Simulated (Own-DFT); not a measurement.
# Response to strain: diamond-structure GeSn with randomly placed atoms, 64 atoms (Ge52Sn12)

All numbers below are calculated, not measured. They come from Own-DFT, an in-house plane-wave density functional program, since retired, whose code no person has reviewed. Each row is one single-point run on a periodic cell that was not relaxed, without spin or spin-orbit coupling.

Settings of every run: PBE; PseudoDojo norm-conserving scalar-relativistic files; cutoff 49 hartree; 3 x 3 x 3 k mesh centred on Gamma; Fermi-Dirac smearing of 0.1 eV.

Known limits: forces on such cells moved up to 12 meV/angstrom on a denser k mesh; stress not checked against mesh or cutoff.

Unstrained cell vectors in Å: (11.628, 0.000, 0.000); (0.000, 11.628, 0.000); (0.000, 0.000, 11.628). The unstrained cell has measured lattice constants (interpolated for alloys), not those of this functional. That, the random moves and any unrelaxed bonds set the pressure at no strain. Each run strains this cell uniformly, with the atoms carried along. Every atom was also moved at random, by a Gaussian of width 0.05 Å on each axis. The random placing of the alloy's atoms differs from row to row. Strain is the symmetric tensor, in per cent. Stress is positive in tension, and the pressure is minus a third of its trace.

| run | e_xx (%) | e_yy (%) | e_zz (%) | s_xx (GPa) | s_yy (GPa) | s_zz (GPa) | P (GPa) | E (meV/atom) |
|---|---|---|---|---|---|---|---|---|
| 1 | -1.25 | -1.25 | 0.00 | -7.62 | -7.89 | -7.11 | 7.54 | 70.9 |
| 2 | -0.25 | -0.25 | 0.00 | -5.89 | -5.87 | -5.66 | 5.81 | 40.7 |
| 3 | -3.00 | -3.00 | 0.00 | -11.15 | -11.18 | -9.49 | 10.61 | 109.3 |
| 4 | 2.50 | 2.50 | 0.00 | -1.58 | -1.72 | -2.92 | 2.07 | 5.8 |
| 5 | 2.75 | 2.75 | 0.00 | -1.79 | -1.71 | -2.89 | 2.13 | 31.4 |
| 6 | 2.25 | 2.25 | 0.00 | -1.98 | -1.77 | -3.01 | 2.25 | 0.0 |
| 7 | 0.25 | 0.25 | 0.00 | -4.96 | -5.23 | -5.38 | 5.19 | 40.6 |
| 8 | 3.00 | 3.00 | 0.00 | -1.11 | -0.99 | -2.53 | 1.54 | 6.5 |
| 9 | -2.00 | -2.00 | 0.00 | ? | ? | ? | ? | ? |

E is the free energy for each atom above the lowest run shown.

## Worked fit

The change of volume is close to e_xx + e_yy + e_zz. A straight line through the runs shown gives P = 5.83 - 74 x (fractional change of volume) GPa, with an error of 3 on the slope and a scatter of 0.34 GPa. The strain isn't the same on all axes, but the crystal is cubic, so the slope still estimates the bulk modulus, averaged over pressures from 1.5 to 10.6 GPa.

## Withheld run

Question: what pressure should run 9 give? Its volume changes by -3.96 %.

The line gives 8.7 GPa. The calculation gave 8.80 GPa.
